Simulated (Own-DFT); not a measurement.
# One host, several defects: zincblende InP

No measurement is shown. These are fixed-geometry runs of a retired plane-wave code named Own-DFT, which no person has reviewed; spin and spin-orbit coupling are neglected.

Common settings: PBE; PseudoDojo norm-conserving scalar-relativistic files; cutoff 36 hartree; 2 x 3 x 3 k mesh centred on Gamma; Fermi-Dirac smearing of 0.1 eV.

Known weak points (not all hold for every row): not probed for a lower state with spin; forces on such cells failed a check on a denser k mesh; forces not confirmed at this smearing and k mesh; stress not checked against mesh or cutoff.

All runs share one cell, with vectors in Å (17.606, 0.000, 0.000); (0.000, 11.737, 0.000); (0.000, 0.000, 11.737) and a volume of 2425.5 Å³. u is the rms random offset of the atoms per axis. The defect's site can differ from row to row.

```
cell,formula,u (Å),P (GPa)
no defect,In48P48,0.0203,3.20
no defect,In48P48,0.0511,3.62
no defect,In48P48,0.0516,3.65
two P on an In site each,In46P50,0.0293,3.01
two P on an In site each,In46P50,0.0520,3.28
two P on an In site each,In46P50,0.0529,3.42
one P on an In site,In47P49,0.0284,3.15
one P on an In site,In47P49,0.0300,3.17
one P on an In site,In47P49,0.0520,3.41
one In on a P site and one P on an In site,In48P48,0.0309,3.51
one In on a P site and one P on an In site,In48P48,0.0309,?
one In on a P site and one P on an In site,In48P48,0.0507,3.78
one In on a P site and one P on an In site,In48P48,0.0512,3.84
two P vacancies,In48P46,0.0483,3.38
two P vacancies,In48P46,0.0498,3.43
two P vacancies,In48P46,0.0501,3.47
```

## What the rows give

P = P0 + c u² + a shift for each defect gives P0 = 3.16 GPa, c = 176 ± 14 GPa/Å² and a scatter of 0.04 GPa. The shifts, and each times the cell's volume:

- one In on a P site and one P on an In site: 0.19 ± 0.04 GPa, 2.9 eV
- two P vacancies: -0.16 ± 0.04 GPa, -2.4 eV (-1.2 eV for each of its 2 sites)
- one P on an In site: -0.17 ± 0.04 GPa, -2.6 eV
- two P on an In site each: -0.29 ± 0.04 GPa, -4.4 eV (-2.2 eV for each of its 2 sites)

A positive shift means that the defect pushes the cell outwards. Shift times volume (160.2 GPa Å³ is 1 eV) depends little on the cell's size, so, taken for each site, it can be compared between cells at like pressure. The atoms around the defects weren't relaxed, which would change these numbers.

## Test on the hidden row

Q: what pressure belongs in the blank (one In on a P site and one P on an In site, u = 0.0309 Å)?

Estimate: 3.52 ± 0.05 GPa. DFT gave 3.52 GPa.
